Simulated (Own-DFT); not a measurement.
# Computed records: Hf₁₆O₃₁ (monoclinic hafnia with two neutral oxygen vacancies, strained, atoms displaced)

Computed with Own-DFT development build. A calculation, not a measurement: plane-wave PBE and HSE06 DFT by an unreviewed code, no spin, of a simulated cell at Gamma alone, so results move with cell size and shape, stress positive in tension, energies less offsets, not probed for a lower state with spin; hafnium file: forces about 75 meV/angstrom off all-electron values; oxygen file: force components 24 meV/angstrom off all-electron in a glass; k mesh not checked against a denser one; forces and stress are PBE's, HSE06 gives the energy alone, and its difference from PBE has offsets of its own; offsets are fitted by least squares, one for each functional and potential file, so energies compare only between cells with the same atoms and settings and are not formation energies; the far tail of each file's local potential was reset to the Coulomb form; each entry is a single point on an unrelaxed cell, so the pressure reflects the starting lattice, mostly measured values, from which strain is counted, and rises with the displacements; printed positions are rounded, which can move forces by about a meV/angstrom; the program is a retired in-house code; no spin-orbit coupling.

```xyz
94
Lattice="10.2932 -0.0688 -0.1509 -0.0696 10.4996 0.1239 -1.8593 0.1365 10.6742" Properties=species:S:1:pos:R:3:force_x:R:1:force_y:R:1:force_z:R:1 formula=Hf16O31 first_functional=PBE second_functional=HSE06 exact_exchange_share=0.25 screening=0.11 exchange_divergence=Gygi-Baldereschi potential_files=PseudoDojo_norm-conserving,scalar-relativistic,made_for_PBE,standard_set wave_cutoff=48 occupations=fixed k_mesh=1_x_1_x_1_centred_on_Gamma PBE_energy_of_cell_above_offsets=-90.830 HSE06_less_PBE_above_offsets=1.626 PBE_pressure=-4.64 PBE_stress_xx=2.43 PBE_stress_yy=5.46 PBE_stress_zz=6.03 PBE_stress_yz=2.21 PBE_stress_xz=-2.59 PBE_stress_xy=-1.9
Hf     1.2503     0.2612     1.0965     -0.519     -0.347      0.201
Hf     3.4678     2.8204     1.5674       -0.4      0.066     -0.571
Hf     2.9595     5.0648     4.2274     -0.042      0.085     -0.218
Hf     0.7788     2.4526     3.7854     -0.845     -0.333     -0.345
O      0.0261     1.7435     1.8965     -0.073      0.109      -0.43
O      4.5887     4.3363     0.8464      0.283      0.278     -0.487
O      4.1516     3.4846     3.4565      0.253      0.311      0.584
O     -0.4434     0.9396     4.5533     -0.302     -0.216     -0.286
O      1.8411     4.0542     2.5516      0.281     -0.741      0.353
O      2.8064     1.3222     0.0537      0.018      0.182      0.591
O      2.3475     1.3056     2.7611     -0.026     -0.447     -0.045
O      1.3916     3.9007     5.2246     -0.043      0.764      0.113
Hf     0.3018     0.2901     6.4202     -0.194      0.209      0.669
Hf     2.4566     2.9439     6.8633      0.281     -1.347      0.583
Hf     2.0444     5.1211     9.5252     -0.663      0.026      0.923
Hf    -0.2515     2.5113     9.1118      0.806      0.155      0.212
O     -0.8445     1.8137     7.2169     -1.244      0.707     -0.172
O      3.6743     4.4165     6.1877      0.542      0.543     -0.514
O      3.2591     3.6409     8.8363      0.171     -0.474     -0.521
O     -1.3818     0.9699     9.8461      0.075      0.261      0.218
O      0.9235     4.0618     7.8991      0.016     -0.068     -0.389
O      1.8473     1.4366     5.4123      0.462     -0.414      0.113
O      1.4411     1.3403     8.0720      0.086      0.601      0.187
O      0.4281     4.0085    10.5476       0.28     -0.187      0.039
Hf     1.1876     5.5183     1.1798     -0.391     -0.393     -1.231
Hf     3.4256     8.0547     1.5841      0.157      0.413      0.005
Hf     2.9136    10.2970     4.3318      1.035     -0.255     -0.561
Hf     0.6934     7.7014     3.8185      0.474      0.165     -0.184
O      0.0633     7.0857     1.9223     -0.609      0.123     -0.068
O      4.5794     9.5900     0.8356      0.248     -0.045      0.707
O      4.1323     8.7584     3.5438     -0.747      0.345     -0.334
O     -0.3906     6.2366     4.5782     -1.638     -1.334      0.192
O      2.7786     6.5651     0.1157      0.172        0.2      0.268
O      2.3180     6.5182     2.8005      0.081      0.593      0.255
Hf     0.2604     5.5333     6.4831     -0.482      0.738      0.146
Hf     2.4899     8.1320     6.9205      0.083      0.717      0.602
Hf     1.9743    10.4279     9.7104      0.156     -0.804      -1.46
Hf    -0.2186     7.7884     9.1531     -0.341     -0.318      0.174
O     -0.9509     7.0753     7.2074      0.257     -0.147      0.493
O      3.6796     9.6561     6.1795     -0.466     -0.241      0.366
O      3.1921     8.8749     8.8796      0.326     -0.472     -0.437
O     -1.4134     6.2765     9.9215     -0.194      0.254     -0.246
O      0.8544     9.3586     7.9710      0.107     -0.868     -0.443
O      1.8690     6.6584     5.4302      0.066      0.333      0.581
O      1.3921     6.5689     8.1420     -0.218      0.472     -0.319
O      0.3634     9.2271    10.6281      0.102      0.221      0.441
Hf     6.4094     0.2005     1.0371     -0.691      0.257     -0.416
Hf     8.5813     2.7606     1.4367      0.755      0.894      0.357
Hf     8.0680     5.0404     4.1479      1.389      0.168     -0.397
Hf     5.9265     2.4722     3.7439     -0.509     -1.499     -0.613
O      5.2299     1.7180     1.7972     -0.482      0.345      0.242
O      9.7163     4.3587     0.6968      0.491     -0.244      0.663
O      9.3234     3.4871     3.3732     -0.338       0.49      0.237
O      4.7615     0.8600     4.4605      0.095       0.71     -0.136
O      6.9576     3.9469     2.5060      0.212      0.067      0.252
O      7.9403     1.3148    -0.0099      0.318     -0.139     -0.082
O      7.5569     1.2570     2.6567     -0.336      0.018      0.336
O      6.5864     3.9609     5.2189     -1.097     -0.527     -0.722
Hf     5.5004     0.2661     6.3894     -1.291      0.045     -1.085
Hf     7.6211     2.8414     6.8074      1.161      0.201      0.232
Hf     7.1153     5.1195     9.4494      1.385      -0.63      1.702
Hf     4.9506     2.5311     9.0111     -0.334     -1.024      0.324
O      4.2764     1.8324     7.0957     -0.316      0.131      0.215
O      8.7930     4.3975     6.0794      0.864      0.172     -0.193
O      8.3649     3.5791     8.7709      0.076     -0.559     -0.752
O      3.7780     0.9609     9.8152       0.35      0.701     -0.326
O      6.1046     4.0147     7.8277     -0.571     -0.092     -0.345
O      7.0568     1.3482     5.3102      0.122      0.605      0.489
O      6.5776     1.3146     7.9551      0.127     -0.039       0.66
O      5.6137     3.9585    10.4999     -0.731     -0.052     -0.301
Hf     6.3176     5.3870     1.0511      0.248       1.36      0.349
Hf     8.5339     8.0526     1.5199      -0.17     -0.299     -0.313
Hf     8.0478    10.2603     4.1961      0.344     -0.218      0.315
Hf     5.8500     7.6818     3.7685      0.055      0.003     -0.409
O      5.1953     7.0113     1.8816     -0.734     -0.503     -0.629
O      9.7224     9.5669     0.8430      0.522      0.489     -0.378
O      9.1684     8.7116     3.4292      1.115     -0.087      0.448
O      4.6634     6.1919     4.5172     -0.139     -0.886      0.339
O      6.9239     9.2233     2.5153      0.076      0.063       0.14
O      7.8568     6.4827     0.1041      0.818      0.843     -0.459
O      7.4590     6.5511     2.6680      0.318     -1.045       1.29
O      6.4625     9.1054     5.2016      0.308      1.005      0.222
Hf     5.4138     5.5029     6.4168     -0.325      0.785      0.042
Hf     7.5969     8.1085     6.8601      0.365      0.252     -0.136
Hf     7.1240    10.3375     9.5588      0.416     -0.451      0.078
Hf     4.9481     7.7563     9.0709     -0.928     -0.006      0.728
O      4.2283     7.0671     7.1736      0.064     -0.274     -0.194
O      8.7731     9.5844     6.1755      0.452      0.721     -0.803
O      8.2614     8.8170     8.7707      1.013     -0.542      0.322
O      3.7773     6.2255     9.8256     -0.748     -0.416          0
O      6.0395     9.2477     7.8672     -0.478      0.323     -0.087
O      7.0046     6.6756     5.4066     -0.135     -1.159     -0.113
O      6.4882     6.5191     8.1190     -0.107      0.798     -0.928
O      5.6076     9.2237    10.5298     -0.385     -0.184      0.081
```

Units: screening in 1/bohr; wave_cutoff in hartree; PBE_energy_of_cell_above_offsets, HSE06_less_PBE_above_offsets in eV; PBE_pressure, PBE_stress_xx, PBE_stress_yy, PBE_stress_zz, PBE_stress_yz, PBE_stress_xz, PBE_stress_xy in GPa; force_x, force_y, force_z in eV/Å.
